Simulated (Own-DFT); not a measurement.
# Computed records: Al3GaN4 (wurtzite random alloy, strained, atoms displaced)

A calculation, not a measurement: plane-wave PBE density functional theory by an unreviewed code, no spin, of a simulated periodic cell, stress positive in tension, free energy of the whole cell less one offset for each atom, forces on such cells passed a denser k mesh, this cell's mesh not checked; offsets are fitted by least squares, one for each functional and potential file, so energies compare only between cells with the same atoms and settings and are not formation energies; the far tail of each file's local potential was reset to the Coulomb form; each entry is a single point on an unrelaxed cell, so the pressure reflects the starting lattice, mostly measured values, from which strain is counted, and rises with the displacements; printed positions are rounded, which can move forces by about a meV/angstrom; the program is a retired in-house code; no spin-orbit coupling. Program: Own-DFT development build.

Common to all runs: functional PBE; potential files PseudoDojo norm-conserving, scalar-relativistic, standard set with the stringent files for Ga; wave cutoff 96 hartree; occupations Gaussian; smearing width 0.01 eV; k mesh 4 x 4 x 3 centred on Gamma.

(1) Al3GaN4 (wurtzite random alloy, strained, atoms displaced)

```cif
# cell vector a (Å): 9.5112 0.0000 0.0000
# cell vector b (Å): -4.7556 8.2369 0.0000
# cell vector c (Å): 0.0000 0.0000 10.0655
data_Al3GaN4
_symmetry_space_group_name_H-M 'P 1'
_symmetry_Int_Tables_number 1
_cell_length_a 9.5112
_cell_length_b 9.5112
_cell_length_c 10.0655
_cell_angle_alpha 90.000
_cell_angle_beta 90.000
_cell_angle_gamma 120.000
_cell_volume 788.56
loop_
_atom_site_label
_atom_site_type_symbol
_atom_site_fract_x
_atom_site_fract_y
_atom_site_fract_z
_atom_site_occupancy
Ga1 Ga 0.10931 0.21693 0.00068 1
Al1 Al 0.23230 0.12080 0.24396 1
N1 N 0.11528 0.22572 0.19869 1
N2 N 0.22851 0.11395 0.43992 1
Ga2 Ga 0.11068 0.22956 0.50378 1
Al2 Al 0.21826 0.10679 0.74795 1
N3 N 0.11678 0.22397 0.68503 1
N4 N 0.23539 0.12208 0.94714 1
Al3 Al 0.11032 0.54779 0.99831 1
Al4 Al 0.22039 0.43964 0.24318 1
N5 N 0.11573 0.56556 0.18958 1
N6 N 0.21917 0.44031 0.43931 1
Al5 Al 0.11832 0.56263 0.49582 1
Al6 Al 0.22361 0.45367 0.74819 1
N7 N 0.11227 0.55304 0.68836 1
N8 N 0.22207 0.44058 0.93732 1
Al7 Al 0.11991 0.89607 0.00529 1
Al8 Al 0.23026 0.78532 0.25173 1
N9 N 0.11152 0.88899 0.19545 1
N10 N 0.22124 0.77901 0.43862 1
Ga3 Ga 0.11157 0.88980 0.50424 1
Ga4 Ga 0.22329 0.78159 0.74457 1
N11 N 0.10080 0.88123 0.68459 1
N12 N 0.23153 0.77816 0.93492 1
Ga5 Ga 0.43826 0.21243 0.99857 1
Al9 Al 0.55656 0.11461 0.24901 1
N13 N 0.44368 0.23920 0.18515 1
N14 N 0.55408 0.11310 0.44602 1
Al10 Al 0.44949 0.22362 0.50015 1
Al11 Al 0.55279 0.11167 0.74857 1
N15 N 0.44201 0.21765 0.68142 1
N16 N 0.56539 0.12193 0.94558 1
Al12 Al 0.44584 0.56133 0.00703 1
Ga6 Ga 0.55895 0.45198 0.25146 1
N17 N 0.44597 0.56184 0.19443 1
N18 N 0.56413 0.44619 0.43544 1
Al13 Al 0.44117 0.55165 0.50108 1
Al14 Al 0.55690 0.43809 0.75825 1
N19 N 0.44008 0.55620 0.69462 1
N20 N 0.55580 0.44483 0.94147 1
Al15 Al 0.43420 0.87789 0.00863 1
Al16 Al 0.56348 0.78114 0.25054 1
N21 N 0.44627 0.89699 0.19836 1
N22 N 0.54935 0.78096 0.45281 1
Al17 Al 0.44491 0.89218 0.50521 1
Al18 Al 0.55931 0.77700 0.75554 1
N23 N 0.44971 0.89626 0.68516 1
N24 N 0.55054 0.77924 0.94174 1
Ga7 Ga 0.78906 0.23254 0.99496 1
Ga8 Ga 0.88769 0.11054 0.24889 1
N25 N 0.78229 0.22576 0.18731 1
N26 N 0.89205 0.11632 0.44026 1
Al19 Al 0.76622 0.22288 0.50574 1
Al20 Al 0.87659 0.10452 0.74340 1
N27 N 0.77695 0.21831 0.68611 1
N28 N 0.87850 0.09925 0.94696 1
Al21 Al 0.77757 0.55499 0.99944 1
Al22 Al 0.89331 0.43646 0.24828 1
N29 N 0.78612 0.56650 0.18678 1
N30 N 0.89324 0.43261 0.44047 1
Ga9 Ga 0.77438 0.55590 0.49596 1
Al23 Al 0.87885 0.42840 0.75348 1
N31 N 0.77241 0.54556 0.69168 1
N32 N 0.89110 0.45636 0.94572 1
Al24 Al 0.76998 0.88827 0.99494 1
Al25 Al 0.88412 0.77475 0.25228 1
N33 N 0.78288 0.88855 0.18954 1
N34 N 0.89273 0.77844 0.43925 1
Al26 Al 0.77115 0.87823 0.49893 1
Al27 Al 0.88520 0.77545 0.74289 1
N35 N 0.77378 0.88366 0.69063 1
N36 N 0.89307 0.77952 0.94211 1
```

| Item | Value |
| --- | --- |
| free energy of cell above offsets | -23.412 eV |
| pressure | 0.95 GPa |
| stress xx | 0.67 GPa |
| stress yy | 0.73 GPa |
| stress zz | -4.24 GPa |
| stress yz | -0.44 GPa |
| stress xz | -0.63 GPa |
| stress xy | -0.76 GPa |

Force:
```
element  x (eV/Å)  y (eV/Å)  z (eV/Å)
     Ga    -0.456     0.358     0.257
     Al    -0.847    -1.294     1.749
      N     0.192     -0.44     -1.35
      N      0.26     0.512    -0.615
     Ga     0.685     -1.44    -1.658
     Al     0.074     0.546    -0.278
      N    -1.065    -0.364     3.396
      N    -2.747    -3.457     -2.58
     Al    -0.168     1.476     0.114
     Al    -0.398     1.576     1.408
      N      0.75    -1.108    -0.256
      N     0.564      2.39    -0.892
     Al    -0.399    -1.297     0.213
     Al     0.737    -1.435     0.025
      N    -1.192    -0.272    -0.089
      N    -0.269     0.857     0.643
     Al    -0.582    -1.266    -0.338
     Al    -1.253    -0.596     0.219
      N     0.349     0.844    -0.633
      N     1.187    -0.063     0.393
     Ga     0.246     0.876    -2.466
     Ga      0.35    -0.656     0.138
      N    -0.073     1.191     2.638
      N     -1.48      -0.2     1.552
     Ga     2.485     2.907     0.639
     Al    -0.142     1.112      0.25
      N     1.685    -2.088     1.289
      N     0.184    -0.323     -1.29
     Al    -1.236    -0.004    -1.003
     Al     0.082    -0.151     0.544
      N    -0.074     0.352     2.292
      N     -0.17    -2.295    -1.514
     Al     0.462    -1.104    -1.213
     Ga     0.796     0.401    -1.202
      N    -0.861     0.483    -0.477
      N    -2.388    -0.741     1.661
     Al    -0.133     0.183      0.19
     Al    -1.207     0.278    -1.242
      N      1.29     0.012    -0.334
      N    -0.225     0.874     0.425
     Al     0.956     1.957    -0.669
     Al    -0.891     0.333     0.923
      N      0.95    -0.584    -0.813
      N     1.289    -0.927    -1.832
     Al    -0.572    -0.029    -1.306
     Al    -1.273    -0.353    -1.207
      N     0.594    -0.273     1.647
      N     0.253    -0.234     0.547
     Ga    -0.714    -0.745     0.888
     Ga     0.363     0.103     0.708
      N    -1.096     -0.36     0.527
      N    -1.583    -1.744      1.12
     Al     2.154    -0.226    -1.812
     Al     1.989     0.274     0.528
      N    -0.758    -0.234     1.703
      N     0.712     1.373    -2.233
     Al    -0.835     1.119     0.301
     Al    -0.793     1.787     0.537
      N     0.507     -1.49     0.464
      N    -0.671       1.3    -0.391
     Ga     2.218    -0.251      0.63
     Al     0.443     2.465    -0.625
      N     0.177     0.425     0.589
      N     1.339    -0.708     -1.55
     Al     1.512    -1.272     1.049
     Al      1.31     0.915    -0.646
      N    -1.067    -0.794    -0.268
      N    -1.555     0.056    -0.008
     Al     0.052     1.721    -0.123
     Al     0.278    -0.893     1.524
      N     0.094     0.194    -0.026
      N    -0.398     0.461    -0.779
```

(2) Al3GaN4 (wurtzite random alloy, strained, atoms displaced)

```cif
# cell vector a (Å): 9.5112 0.0000 0.0000
# cell vector b (Å): -4.7556 8.2369 0.0000
# cell vector c (Å): 0.0000 0.0000 10.0655
data_Al3GaN4
_symmetry_space_group_name_H-M 'P 1'
_symmetry_Int_Tables_number 1
_cell_length_a 9.5112
_cell_length_b 9.5112
_cell_length_c 10.0655
_cell_angle_alpha 90.000
_cell_angle_beta 90.000
_cell_angle_gamma 120.000
_cell_volume 788.56
loop_
_atom_site_label
_atom_site_type_symbol
_atom_site_fract_x
_atom_site_fract_y
_atom_site_fract_z
_atom_site_occupancy
Al1 Al 0.10817 0.22641 0.99996 1
Ga1 Ga 0.22121 0.11132 0.25035 1
N1 N 0.11173 0.22524 0.18348 1
N2 N 0.21851 0.10858 0.43695 1
Al2 Al 0.11052 0.22175 0.50974 1
Al3 Al 0.22481 0.10797 0.74389 1
N3 N 0.12135 0.22725 0.68065 1
N4 N 0.22461 0.11220 0.92955 1
Al4 Al 0.10904 0.55171 0.00007 1
Al5 Al 0.23201 0.45212 0.25036 1
N5 N 0.11406 0.55832 0.19667 1
N6 N 0.21544 0.44092 0.44465 1
Al6 Al 0.09540 0.54631 0.49008 1
Al7 Al 0.21797 0.44477 0.75272 1
N7 N 0.10578 0.55733 0.69429 1
N8 N 0.21906 0.44341 0.94187 1
Al8 Al 0.10923 0.89189 0.99661 1
Al9 Al 0.21511 0.78027 0.25138 1
N9 N 0.11937 0.89494 0.18366 1
N10 N 0.21876 0.78931 0.43969 1
Al10 Al 0.12039 0.88834 0.49006 1
Al11 Al 0.22264 0.77540 0.75094 1
N11 N 0.10416 0.87675 0.69636 1
N12 N 0.22508 0.77864 0.94122 1
Ga2 Ga 0.44203 0.22080 0.00206 1
Ga3 Ga 0.55386 0.11065 0.24542 1
N13 N 0.43997 0.20905 0.18886 1
N14 N 0.56271 0.11038 0.44311 1
Al12 Al 0.44557 0.22098 0.49738 1
Al13 Al 0.55470 0.10873 0.75155 1
N15 N 0.44216 0.22161 0.69043 1
N16 N 0.54741 0.10120 0.93943 1
Al14 Al 0.44306 0.55399 0.00105 1
Al15 Al 0.55092 0.44268 0.25066 1
N17 N 0.43587 0.53951 0.19170 1
N18 N 0.56992 0.44667 0.43022 1
Al16 Al 0.43656 0.55639 0.50164 1
Al17 Al 0.55333 0.44466 0.75554 1
N19 N 0.45090 0.56079 0.70441 1
N20 N 0.55346 0.44456 0.93826 1
Al18 Al 0.44895 0.88860 0.99748 1
Al19 Al 0.54968 0.77404 0.25111 1
N21 N 0.44715 0.88645 0.19289 1
N22 N 0.56320 0.78317 0.44419 1
Ga4 Ga 0.43852 0.87764 0.50050 1
Ga5 Ga 0.55314 0.77727 0.75284 1
N23 N 0.43424 0.87605 0.68661 1
N24 N 0.55584 0.77938 0.94010 1
Ga6 Ga 0.76921 0.21689 0.99819 1
Ga7 Ga 0.87936 0.10588 0.25395 1
N25 N 0.77878 0.22422 0.18611 1
N26 N 0.89235 0.11886 0.43550 1
Al20 Al 0.77084 0.21901 0.49506 1
Al21 Al 0.87868 0.10509 0.74537 1
N27 N 0.77235 0.22646 0.69644 1
N28 N 0.89547 0.12493 0.93901 1
Al22 Al 0.77661 0.55117 0.00523 1
Al23 Al 0.89695 0.45978 0.24594 1
N29 N 0.76970 0.54656 0.18982 1
N30 N 0.89046 0.44312 0.43940 1
Al24 Al 0.77445 0.55719 0.49935 1
Ga8 Ga 0.88744 0.44207 0.74626 1
N31 N 0.78230 0.55449 0.69365 1
N32 N 0.89729 0.44955 0.93280 1
Al25 Al 0.78273 0.89173 0.99464 1
Al26 Al 0.89001 0.79268 0.24838 1
N33 N 0.77906 0.88544 0.18659 1
N34 N 0.89436 0.77855 0.45324 1
Ga9 Ga 0.77375 0.88374 0.50190 1
Al27 Al 0.88785 0.77209 0.74368 1
N35 N 0.78125 0.89327 0.68839 1
N36 N 0.89254 0.78670 0.93424 1
```

| Item | Value |
| --- | --- |
| free energy of cell above offsets | -22.916 eV |
| pressure | 1.51 GPa |
| stress xx | -1.62 GPa |
| stress yy | 2.11 GPa |
| stress zz | -5.02 GPa |
| stress yz | -0.49 GPa |
| stress xz | -0.78 GPa |
| stress xy | 0.01 GPa |

Force:
```
element  x (eV/Å)  y (eV/Å)  z (eV/Å)
     Al     1.097    -0.465    -0.672
     Ga    -0.699     0.605    -0.777
      N    -0.111     0.525     0.999
      N     0.454     0.672     1.773
     Al    -0.159    -0.317    -3.714
     Al    -0.726    -0.569     0.142
      N    -0.972    -0.471     3.569
      N    -1.286    -0.119     1.151
     Al     0.121     1.014    -0.135
     Al    -2.131    -2.246      0.43
      N     0.164     0.411    -0.585
      N     0.724     0.922    -0.635
     Al     1.871     1.687     1.984
     Al      0.15     0.125    -0.424
      N      2.07    -0.065    -1.706
      N     0.492     0.525     0.072
     Al     0.873     0.135    -1.093
     Al     1.484     0.268    -0.821
      N    -1.518     -1.58     0.541
      N     2.615    -3.291    -1.512
     Al    -3.476      1.46     2.999
     Al    -1.055    -0.363     0.396
      N     0.859     1.708    -1.505
      N    -0.007    -0.261     0.437
     Ga    -0.357    -0.326    -1.045
     Ga     1.274    -0.321     0.988
      N    -0.837     2.517     0.653
      N    -1.955    -0.326     -0.17
     Al     0.252     0.088     0.132
     Al    -0.842    -0.244    -0.675
      N     0.739     0.243    -0.573
      N     0.166     0.323    -0.618
     Al    -0.183    -0.089    -0.673
     Al     1.142    -1.033    -0.933
      N     0.742     2.444    -0.397
      N    -2.521    -0.686     1.887
     Al     1.208     -0.24     0.633
     Al     0.893    -0.264    -1.045
      N    -0.822    -2.008    -2.328
      N     0.517     0.709     1.258
     Al    -1.155     -0.79     0.818
     Al     0.878     0.086    -0.284
      N      -0.6    -1.151    -0.509
      N    -1.297    -2.679    -1.677
     Ga    -0.305     1.476    -0.493
     Ga     0.465     0.781    -0.355
      N    -0.011     1.751     1.317
      N      0.68    -0.172     1.764
     Ga     0.474     1.154    -0.399
     Ga     0.827     1.166    -1.774
      N    -0.305     1.088     0.986
      N     0.037    -0.344     2.606
     Al     1.331     0.926     0.912
     Al     0.887     1.734     0.626
      N     0.806    -2.549    -1.791
      N     0.336    -2.287     -1.01
     Al     0.129     0.687    -1.764
     Al    -0.213     -2.28     0.593
      N     0.035     1.681      0.21
      N    -2.062    -0.441    -0.723
     Al     1.513     -0.16     0.657
     Ga     0.103     0.681      0.36
      N    -2.602     0.048    -1.203
      N    -1.353    -0.056     2.641
     Al    -0.349     0.462    -0.046
     Al     1.905    -1.851     0.669
      N    -1.676    -0.361    -0.196
      N     0.095    -0.117    -2.413
     Ga     1.297     1.705    -0.189
     Al      -0.1     0.594     0.582
      N     0.133    -0.589     1.242
      N    -0.155    -1.289     0.837
```

(3) Al3GaN4 (wurtzite random alloy, strained, atoms displaced)

```cif
# cell vector a (Å): 9.5112 0.0000 0.0000
# cell vector b (Å): -4.7556 8.2369 0.0000
# cell vector c (Å): 0.0000 0.0000 10.0655
data_Al3GaN4
_symmetry_space_group_name_H-M 'P 1'
_symmetry_Int_Tables_number 1
_cell_length_a 9.5112
_cell_length_b 9.5112
_cell_length_c 10.0655
_cell_angle_alpha 90.000
_cell_angle_beta 90.000
_cell_angle_gamma 120.000
_cell_volume 788.56
loop_
_atom_site_label
_atom_site_type_symbol
_atom_site_fract_x
_atom_site_fract_y
_atom_site_fract_z
_atom_site_occupancy
Al1 Al 0.10528 0.22721 0.00791 1
Al2 Al 0.21933 0.10355 0.25101 1
N1 N 0.11657 0.22485 0.19945 1
N2 N 0.21680 0.10718 0.44951 1
Al3 Al 0.10857 0.21623 0.50588 1
Ga1 Ga 0.22224 0.10584 0.74361 1
N3 N 0.11828 0.22563 0.68424 1
N4 N 0.22621 0.11638 0.93969 1
Ga2 Ga 0.11200 0.55603 0.00105 1
Al4 Al 0.21897 0.44500 0.24674 1
N5 N 0.11685 0.55202 0.19610 1
N6 N 0.22172 0.44804 0.44080 1
Al5 Al 0.11573 0.55129 0.50169 1
Al6 Al 0.22380 0.45040 0.74695 1
N7 N 0.11291 0.55999 0.69399 1
N8 N 0.21609 0.44548 0.92963 1
Al7 Al 0.11682 0.88748 0.99337 1
Al8 Al 0.22660 0.77197 0.24833 1
N9 N 0.10794 0.87724 0.19039 1
N10 N 0.21863 0.77839 0.44357 1
Al9 Al 0.10599 0.89140 0.50171 1
Al10 Al 0.22281 0.77681 0.74727 1
N11 N 0.10739 0.89383 0.68885 1
N12 N 0.21922 0.77189 0.93856 1
Ga3 Ga 0.44936 0.22909 0.00889 1
Al11 Al 0.55431 0.11497 0.26064 1
N13 N 0.42879 0.21226 0.19059 1
N14 N 0.55697 0.10784 0.44425 1
Al12 Al 0.43840 0.22432 0.50390 1
Al13 Al 0.56119 0.11968 0.74632 1
N15 N 0.45298 0.21946 0.68550 1
N16 N 0.56181 0.11422 0.93848 1
Al14 Al 0.46047 0.56087 0.99531 1
Ga4 Ga 0.54802 0.44155 0.25161 1
N17 N 0.44491 0.54172 0.18622 1
N18 N 0.55404 0.44863 0.43363 1
Ga5 Ga 0.43845 0.56198 0.50485 1
Al15 Al 0.55630 0.44451 0.74695 1
N19 N 0.44868 0.55815 0.68628 1
N20 N 0.55508 0.44693 0.93523 1
Al16 Al 0.43483 0.88434 0.00226 1
Al17 Al 0.55717 0.78220 0.25407 1
N21 N 0.44679 0.90313 0.19604 1
N22 N 0.55980 0.78016 0.44217 1
Al18 Al 0.44673 0.89279 0.49950 1
Al19 Al 0.56104 0.77736 0.75575 1
N23 N 0.44471 0.88616 0.69953 1
N24 N 0.55835 0.77578 0.93757 1
Ga6 Ga 0.77713 0.21983 0.01331 1
Al20 Al 0.88715 0.11028 0.24918 1
N25 N 0.78821 0.22538 0.18911 1
N26 N 0.89025 0.11775 0.43726 1
Al21 Al 0.78064 0.23298 0.50944 1
Al22 Al 0.89745 0.11507 0.73997 1
N27 N 0.77780 0.22506 0.69273 1
N28 N 0.87689 0.10301 0.94291 1
Al23 Al 0.78435 0.54851 0.00157 1
Ga7 Ga 0.89655 0.45476 0.26079 1
N29 N 0.77734 0.55225 0.19901 1
N30 N 0.89613 0.44282 0.43991 1
Ga8 Ga 0.77531 0.55069 0.49387 1
Al24 Al 0.89622 0.44715 0.74894 1
N31 N 0.78421 0.55991 0.69084 1
N32 N 0.88771 0.45000 0.94538 1
Ga9 Ga 0.77249 0.88599 0.00532 1
Al25 Al 0.89234 0.78616 0.24766 1
N33 N 0.78689 0.88323 0.18210 1
N34 N 0.88095 0.77490 0.44109 1
Al26 Al 0.76901 0.87872 0.49980 1
Al27 Al 0.88828 0.77557 0.74694 1
N35 N 0.77273 0.89025 0.68135 1
N36 N 0.89129 0.78421 0.93548 1
```

| Item | Value |
| --- | --- |
| free energy of cell above offsets | -22.902 eV |
| pressure | 1.42 GPa |
| stress xx | 0.58 GPa |
| stress yy | 1.87 GPa |
| stress zz | -6.71 GPa |
| stress yz | 0.24 GPa |
| stress xz | -0.47 GPa |
| stress xy | 0.88 GPa |

Force:
```
element  x (eV/Å)  y (eV/Å)  z (eV/Å)
     Al     0.862    -0.759    -1.306
     Al    -0.876    -0.363     0.373
      N    -0.666     -0.72    -0.907
      N     0.469     0.512      -1.3
     Al    -0.633     0.793    -2.393
     Ga     0.302      1.63     1.559
      N    -1.099      0.67     1.271
      N    -0.864    -0.643     0.583
     Ga    -0.207    -0.667     0.015
     Al     2.001     -0.71     1.051
      N    -0.298       1.3    -0.569
      N    -0.003    -1.231    -0.375
     Al    -1.076     1.309     0.119
     Al      0.57    -0.533    -0.187
      N      0.26     -0.56    -0.952
      N     1.572    -0.533     1.598
     Al     -1.45     0.658     0.512
     Al    -1.141     0.769     1.031
      N     0.376     0.901    -0.241
      N     0.605    -0.168    -0.118
     Al     0.348    -1.191    -0.446
     Al    -0.175     0.773         0
      N     0.876    -2.372    -0.175
      N     0.126     1.498    -0.146
     Ga    -0.015     -0.88    -2.288
     Al     0.404     0.764    -1.247
      N      1.89     0.201     2.164
      N    -0.548     1.445     0.458
     Al     0.775    -0.016    -1.228
     Al     0.602    -1.679     1.365
      N    -1.076     1.376     0.331
      N    -1.063    -1.027     0.135
     Al    -1.901    -0.789     0.484
     Ga     1.713    -0.748    -0.606
      N    -3.159     2.959     -0.79
      N    -0.299    -1.514     2.609
     Ga     1.038    -0.613    -1.622
     Al     0.532    -0.078     -0.08
      N    -0.166    -0.258     2.534
      N     1.428     0.403     0.082
     Al     1.245     1.309      -0.8
     Al     0.511    -0.653    -0.905
      N     1.105    -1.977    -0.676
      N    -1.471     0.591    -1.096
     Al    -0.325    -0.816     0.994
     Al    -0.669     0.577    -1.341
      N     0.042     0.495    -1.163
      N    -1.736    -0.328     1.079
     Ga    -0.389     0.268    -3.413
     Al     0.833     0.129      0.41
      N    -1.398    -0.491     3.659
      N    -0.135      -0.9     1.007
     Al     0.615    -1.607    -1.579
     Al    -0.967    -0.787      1.42
      N     1.051     0.629    -0.004
      N     1.843     1.742    -1.227
     Al    -2.539     1.986     0.525
     Ga     0.046    -1.084      -2.3
      N    -0.257     1.029    -1.572
      N    -0.088     0.084     2.635
     Ga    -0.002     0.464     0.647
     Al    -1.077    -0.039     0.965
      N    -0.252    -1.041     0.142
      N     1.456    -1.153    -1.543
     Ga     0.988      0.18    -2.658
     Al     1.125    -2.067     0.676
      N     -2.49     1.119     3.795
      N     0.791     1.162    -0.689
     Al     0.729     1.808    -0.391
     Al     -0.69      0.77     0.275
      N     0.956     0.038     1.555
      N      1.11     -1.35     0.277
```
